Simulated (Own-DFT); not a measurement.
# What a defect does to the pressure of its cell: C40 NbSi2

No measurement is shown. These are fixed-geometry runs of a retired plane-wave code named Own-DFT, which no person has reviewed; spin and spin-orbit coupling are neglected.

Method: PBE; PseudoDojo norm-conserving scalar-relativistic files; cutoff 42 hartree; 4 x 4 x 5 k mesh centred on Gamma; cold (Marzari-Vanderbilt) smearing of 0.2 eV.

Known weak points: forces on such cells failed a check on a denser k mesh; stress not checked against mesh or cutoff.

All runs share one cell, with vectors in Å (0.000, 8.324, 0.000); (-9.613, 0.000, 0.000); (0.000, 0.000, 6.586) and a volume of 527.0 Å³. The atoms are randomly displaced, by u rms on each axis. The defect's site can differ from row to row.

| cell | formula | u (Å) | P (GPa) |
|---|---|---|---|
| no defect | Nb12Si24 | 0.0188 | 1.47 |
| no defect | Nb12Si24 | 0.0212 | 1.51 |
| no defect | Nb12Si24 | 0.0480 | 2.39 |
| two Si on a Nb site each | Nb10Si26 | 0.0332 | 1.84 |
| two Si on a Nb site each | Nb10Si26 | 0.0488 | 2.75 |
| two Si on a Nb site each | Nb10Si26 | 0.0498 | 2.23 |
| one Si vacancy | Nb12Si23 | 0.0305 | 1.00 |
| one Si vacancy | Nb12Si23 | 0.0440 | 1.81 |
| one Si vacancy | Nb12Si23 | 0.0506 | 1.76 |
| two Nb on a Si site each | Nb14Si22 | 0.0307 | 7.52 |
| two Nb on a Si site each | Nb14Si22 | 0.0464 | 8.60 |
| two Nb on a Si site each | Nb14Si22 | 0.0510 | 8.24 |
| two Nb vacancies | Nb10Si24 | 0.0291 | -0.30 |
| two Nb vacancies | Nb10Si24 | 0.0313 | 0.18 |
| two Nb vacancies | Nb10Si24 | 0.0507 | ? |
| two Nb vacancies | Nb10Si24 | 0.0555 | 0.97 |

## Worked fit

P = P0 + c u² + a shift for each defect gives P0 = 1.29 GPa, c = 488 ± 77 GPa/Å² and a scatter of 0.24 GPa. The shifts, and each times the cell's volume:

- two Nb on a Si site each: 5.91 ± 0.21 GPa, 19.4 eV (9.7 eV for each of its 2 sites)
- two Si on a Nb site each: 0.02 ± 0.21 GPa, 0.1 eV (0.0 eV for each of its 2 sites) (not resolved)
- one Si vacancy: -0.64 ± 0.20 GPa, -2.1 eV
- two Nb vacancies: -1.80 ± 0.20 GPa, -5.9 eV (-3.0 eV for each of its 2 sites)

A positive shift means that the defect pushes the cell outwards. Shift times volume (160.2 GPa Å³ is 1 eV) depends little on the cell's size, so, taken for each site, it can be compared between cells at like pressure. The atoms around the defects weren't relaxed, which would change these numbers.

## Test on the hidden row

Asked: what pressure belongs in the blank (two Nb vacancies, u = 0.0507 Å)?

The fitted form gives 0.74 ± 0.29 GPa. The calculation gave 1.00 GPa.
